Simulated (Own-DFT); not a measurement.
# Computed records: AlN (wurtzite, strained, atoms displaced)

A calculation, not a measurement: plane-wave PBE density functional theory by an unreviewed code, no spin, of a simulated periodic cell, stress positive in tension, free energy of the whole cell less one offset for each atom, forces on such cells passed a denser k mesh, this cell's mesh not checked; offsets are fitted by least squares, one for each functional and potential file, so energies compare only between cells with the same atoms and settings and are not formation energies; the far tail of each file's local potential was reset to the Coulomb form; each entry is a single point on an unrelaxed cell, so the pressure reflects the starting lattice, mostly measured values (interpolated for alloys), from which strain is counted, and rises with the displacements; printed positions are rounded, which can move forces by about a meV/angstrom; the program, named Own-DFT, is a retired in-house code; no spin-orbit coupling. Program: Own-DFT development build.

## AlN (wurtzite, strained, atoms displaced)

```cif
# cell vector a (Å): 12.4883 -0.1898 0.1568
# cell vector b (Å): -6.4085 10.9641 -0.1474
# cell vector c (Å): 0.1255 -0.0638 9.7667
data_AlN
_symmetry_space_group_name_H-M 'P 1'
_symmetry_Int_Tables_number 1
_cell_length_a 12.4907
_cell_length_b 12.7005
_cell_length_c 9.7677
_cell_angle_alpha 91.360
_cell_angle_beta 88.539
_cell_angle_gamma 121.182
_cell_volume 1325.14
loop_
_atom_site_label
_atom_site_type_symbol
_atom_site_fract_x
_atom_site_fract_y
_atom_site_fract_z
_atom_site_occupancy
Al1 Al 0.08744 0.16773 0.00382 1
Al2 Al 0.17199 0.08759 0.24759 1
N1 N 0.07951 0.16435 0.18982 1
N2 N 0.17418 0.08884 0.44015 1
Al3 Al 0.07887 0.16006 0.50237 1
Al4 Al 0.16469 0.08627 0.74475 1
N3 N 0.08365 0.16166 0.69164 1
N4 N 0.16988 0.08192 0.94172 1
Al5 Al 0.09416 0.41500 0.00165 1
Al6 Al 0.16505 0.33437 0.24707 1
N5 N 0.08329 0.41607 0.19019 1
N6 N 0.16937 0.33184 0.44054 1
Al7 Al 0.08317 0.41694 0.50502 1
Al8 Al 0.15960 0.32908 0.74973 1
N7 N 0.08999 0.41883 0.68829 1
N8 N 0.16449 0.33363 0.94792 1
Al9 Al 0.08651 0.67335 0.00342 1
Al10 Al 0.16935 0.58893 0.24794 1
N9 N 0.08333 0.66477 0.19543 1
N10 N 0.16036 0.57688 0.43633 1
Al11 Al 0.07901 0.66978 0.49432 1
Al12 Al 0.17541 0.58939 0.75451 1
N11 N 0.07773 0.66238 0.68933 1
N12 N 0.16838 0.58603 0.95016 1
Al13 Al 0.08131 0.91262 0.98755 1
Al14 Al 0.16690 0.82653 0.24749 1
N13 N 0.07569 0.90311 0.19593 1
N14 N 0.16746 0.83247 0.44308 1
Al15 Al 0.08005 0.92096 0.49960 1
Al16 Al 0.16653 0.83318 0.74868 1
N15 N 0.08654 0.91391 0.68447 1
N16 N 0.17090 0.84006 0.94907 1
Al17 Al 0.33657 0.16341 0.00693 1
Al18 Al 0.43059 0.09443 0.25938 1
N17 N 0.33649 0.16478 0.19642 1
N18 N 0.41854 0.08413 0.44818 1
Al19 Al 0.33765 0.16584 0.50302 1
Al20 Al 0.41347 0.08025 0.75281 1
N19 N 0.33051 0.16736 0.68072 1
N20 N 0.42075 0.08639 0.94192 1
Al21 Al 0.32555 0.41077 0.00455 1
Al22 Al 0.41737 0.33151 0.24932 1
N21 N 0.33237 0.42135 0.19652 1
N22 N 0.42415 0.33410 0.44451 1
Al23 Al 0.34232 0.42028 0.50263 1
Al24 Al 0.41892 0.33829 0.75584 1
N23 N 0.33242 0.41191 0.69245 1
N24 N 0.41080 0.33001 0.94576 1
Al25 Al 0.32756 0.65611 0.00594 1
Al26 Al 0.41612 0.58223 0.25312 1
N25 N 0.33203 0.67021 0.19052 1
N26 N 0.41323 0.58074 0.44156 1
Al27 Al 0.33351 0.67123 0.50130 1
Al28 Al 0.41469 0.58659 0.75506 1
N27 N 0.32890 0.66632 0.69002 1
N28 N 0.42295 0.58949 0.93846 1
Al29 Al 0.33396 0.91296 0.00037 1
Al30 Al 0.41799 0.83912 0.25092 1
N29 N 0.33171 0.91655 0.18462 1
N30 N 0.41715 0.83108 0.44076 1
Al31 Al 0.33664 0.91600 0.50291 1
Al32 Al 0.41046 0.82745 0.75750 1
N31 N 0.33061 0.91131 0.69174 1
N32 N 0.42648 0.83786 0.94252 1
Al33 Al 0.57815 0.16954 0.99478 1
Al34 Al 0.67293 0.08303 0.25358 1
N33 N 0.58957 0.17077 0.20179 1
N34 N 0.66418 0.07725 0.44211 1
Al35 Al 0.58630 0.17134 0.50851 1
Al36 Al 0.67360 0.08089 0.74502 1
N35 N 0.58309 0.16813 0.68206 1
N36 N 0.66653 0.07866 0.94768 1
Al37 Al 0.58339 0.41420 0.99342 1
Al38 Al 0.66143 0.33052 0.24412 1
N37 N 0.58579 0.42028 0.18953 1
N38 N 0.66840 0.33028 0.42493 1
Al39 Al 0.58360 0.41686 0.49818 1
Al40 Al 0.66153 0.32881 0.74990 1
N39 N 0.57676 0.41474 0.69215 1
N40 N 0.66638 0.33660 0.94162 1
Al41 Al 0.58041 0.66885 0.99504 1
Al42 Al 0.66469 0.58278 0.25368 1
N41 N 0.58836 0.68049 0.19761 1
N42 N 0.66407 0.58161 0.44628 1
Al43 Al 0.57682 0.66025 0.49849 1
Al44 Al 0.65733 0.58845 0.75111 1
N43 N 0.58312 0.66746 0.69545 1
N44 N 0.65750 0.57498 0.94600 1
Al45 Al 0.58477 0.91374 0.99625 1
Al46 Al 0.66656 0.83297 0.24930 1
N45 N 0.58414 0.91662 0.18769 1
N46 N 0.66565 0.83035 0.42967 1
Al47 Al 0.58399 0.92139 0.50431 1
Al48 Al 0.65966 0.82407 0.75767 1
N47 N 0.58991 0.91224 0.69685 1
N48 N 0.66372 0.83143 0.93956 1
Al49 Al 0.82502 0.16096 0.99589 1
Al50 Al 0.91127 0.08403 0.24921 1
N49 N 0.83196 0.16531 0.19147 1
N50 N 0.91264 0.08141 0.43855 1
Al51 Al 0.83824 0.15873 0.49971 1
Al52 Al 0.91660 0.08284 0.74639 1
N51 N 0.83102 0.16229 0.68785 1
N52 N 0.92423 0.09111 0.94009 1
Al53 Al 0.83148 0.41668 0.00442 1
Al54 Al 0.92071 0.33362 0.25292 1
N53 N 0.83748 0.42091 0.18176 1
N54 N 0.92044 0.33839 0.43279 1
Al55 Al 0.82936 0.41321 0.50678 1
Al56 Al 0.92602 0.33605 0.75179 1
N55 N 0.82212 0.41469 0.68835 1
N56 N 0.91734 0.32702 0.94304 1
Al57 Al 0.83153 0.66376 0.00118 1
Al58 Al 0.91436 0.57400 0.24161 1
N57 N 0.84278 0.67017 0.19395 1
N58 N 0.90708 0.57509 0.44219 1
Al59 Al 0.83551 0.67212 0.50249 1
Al60 Al 0.91484 0.58572 0.74540 1
N59 N 0.83240 0.66720 0.69249 1
N60 N 0.92332 0.58917 0.93958 1
Al61 Al 0.83157 0.92327 0.00881 1
Al62 Al 0.91497 0.83566 0.25379 1
N61 N 0.83939 0.91889 0.19642 1
N62 N 0.91798 0.83599 0.43954 1
Al63 Al 0.83940 0.91317 0.50270 1
Al64 Al 0.92018 0.83293 0.75502 1
N63 N 0.83294 0.91202 0.70035 1
N64 N 0.91536 0.83340 0.94510 1
```

It was run with functional PBE, potential files PseudoDojo norm-conserving, scalar-relativistic, standard set, wave cutoff 42 hartree, occupations Fermi-Dirac, smearing width 0.1 eV, hardware one NVIDIA H100 and k mesh 2 x 2 x 2 centred on Gamma.

The calculation gives: free energy of cell above offsets -51.679 eV; pressure 7.56 GPa; stress xx -5.02 GPa; stress yy -2.64 GPa; stress zz -15.03 GPa; stress yz -1.84 GPa; stress xz 3.19 GPa; stress xy -5.38 GPa; wall time 389.7 s.

Force:
```
element  x (eV/Å)  y (eV/Å)  z (eV/Å)
     Al    -0.158    -0.776    -0.825
     Al    -1.266    -2.209      0.12
      N     1.068      0.56     0.951
      N    -1.265    -0.884     0.306
     Al     0.951     1.686    -1.645
     Al     1.676    -0.989     0.682
      N    -1.283     0.928     0.062
      N    -0.432     0.306     -0.16
     Al      -4.3     0.918     0.538
     Al    -0.497    -0.463     1.209
      N      0.93     0.632       0.1
      N    -0.467    -0.283     0.854
     Al      0.71    -0.005    -2.645
     Al     1.507     0.308    -0.322
      N    -0.295     0.175     1.925
      N     1.752    -1.246    -1.747
     Al    -0.003    -0.653     -0.15
     Al    -0.479    -1.603     0.238
      N       0.4    -0.325    -0.608
      N      0.36     1.561     1.325
     Al     0.621    -1.454     0.058
     Al    -3.275     -1.47     0.027
      N     1.689     0.852     0.434
      N    -0.342    -0.815    -1.289
     Al    -0.522     0.976     2.856
     Al    -1.446      1.62     0.627
      N     1.271     2.585    -0.981
      N    -0.227     0.671    -0.086
     Al     2.246    -0.125    -1.612
     Al    -0.476    -0.881    -0.091
      N    -0.662     0.688     1.904
      N     0.428    -1.394    -1.908
     Al    -0.895     0.219    -1.017
     Al    -1.698    -2.384    -0.553
      N     0.735     0.744    -0.186
      N     0.534    -0.613    -0.041
     Al    -0.465     0.731    -2.053
     Al    -0.478     0.485    -1.491
      N     0.963     0.009     4.017
      N    -1.129     -1.23    -0.297
     Al     1.818     1.395    -0.358
     Al     -0.38     0.812     0.366
      N     1.227    -1.036    -0.786
      N    -1.613    -0.499    -1.025
     Al    -1.108    -1.569    -0.637
     Al    -1.177    -1.793    -0.863
      N    -0.673     1.233     1.065
      N     0.315    -0.195     0.499
     Al     1.071      2.54    -0.495
     Al     -0.44     1.639    -0.587
      N     1.476    -0.117     1.035
      N    -0.351      0.44      0.94
     Al      -0.4    -1.532    -1.309
     Al    -0.073    -1.187    -1.777
      N     2.281     0.649     0.348
      N    -2.018    -2.052     1.191
     Al     0.868     1.071    -0.445
     Al     0.156    -0.401    -1.045
      N     1.139     0.863     2.098
      N    -0.342     0.831     0.643
     Al    -0.838    -0.021    -0.961
     Al     0.925     1.396     -1.06
      N     1.048     0.706     1.005
      N    -2.414    -1.964      0.13
     Al     2.992    -0.128     1.604
     Al     -1.82    -0.577    -0.593
      N     0.712    -1.068    -2.527
      N     0.076     1.623     0.932
     Al     0.504    -0.283    -4.692
     Al    -2.429    -0.664     1.211
      N     0.582    -1.015     4.746
      N    -2.074     0.484    -1.865
     Al    -1.244     0.294     1.101
     Al     1.011     1.996    -0.705
      N    -0.155    -0.734    -0.186
      N    -0.684     0.336      3.66
     Al     1.677    -0.055     0.197
     Al    -0.821     0.844    -0.203
      N     1.729     0.881     0.217
      N     0.392    -1.168    -0.104
     Al     1.845     0.011      2.13
     Al     0.554     1.176    -0.821
      N     0.393    -4.491      -1.8
      N    -0.028     0.433    -0.042
     Al      0.62     1.902    -0.344
     Al     2.925    -1.728     0.137
      N    -1.433    -0.529    -1.019
      N     0.099     1.969    -0.679
     Al     0.019     0.816     0.938
     Al    -0.436     2.463    -0.469
      N     0.462     0.386     0.607
      N      0.12     0.268     3.969
     Al     1.388    -2.042    -0.527
     Al     1.012     2.075    -1.797
      N    -1.761     0.171    -0.463
      N     0.986     0.288     1.681
     Al     2.221     1.528     0.872
     Al     0.895    -0.076     -0.48
      N     0.891     0.675    -0.144
      N     2.147    -1.164     0.752
     Al    -2.915     2.042    -0.689
     Al    -0.289    -0.983     0.927
      N     2.094     1.669     0.296
      N    -1.005    -1.187     0.234
     Al     1.455     0.388    -3.039
     Al    -1.187      0.05    -2.296
      N     0.029    -2.558     2.158
      N    -0.223     -1.46     3.412
     Al     0.248     0.136    -2.717
     Al    -2.173    -0.506    -0.031
      N     2.319     0.171     1.877
      N    -0.389     1.146    -0.312
     Al    -0.057     0.495     0.079
     Al    -0.967      2.35     1.849
      N     -1.59    -1.118     0.137
      N      0.21     1.256    -0.173
     Al     0.225    -1.303    -0.854
     Al    -0.519    -0.969     0.434
      N     -0.59     0.183     0.552
      N    -0.841    -0.994     0.168
     Al      1.34    -0.464    -1.656
     Al     0.754    -0.866    -1.394
      N    -1.282     0.198    -0.344
      N     0.143    -0.638     1.175
     Al    -2.905     0.081     0.041
     Al    -0.878    -0.114    -0.426
      N     0.159     0.371    -1.012
      N    -0.815    -0.336    -0.185
```
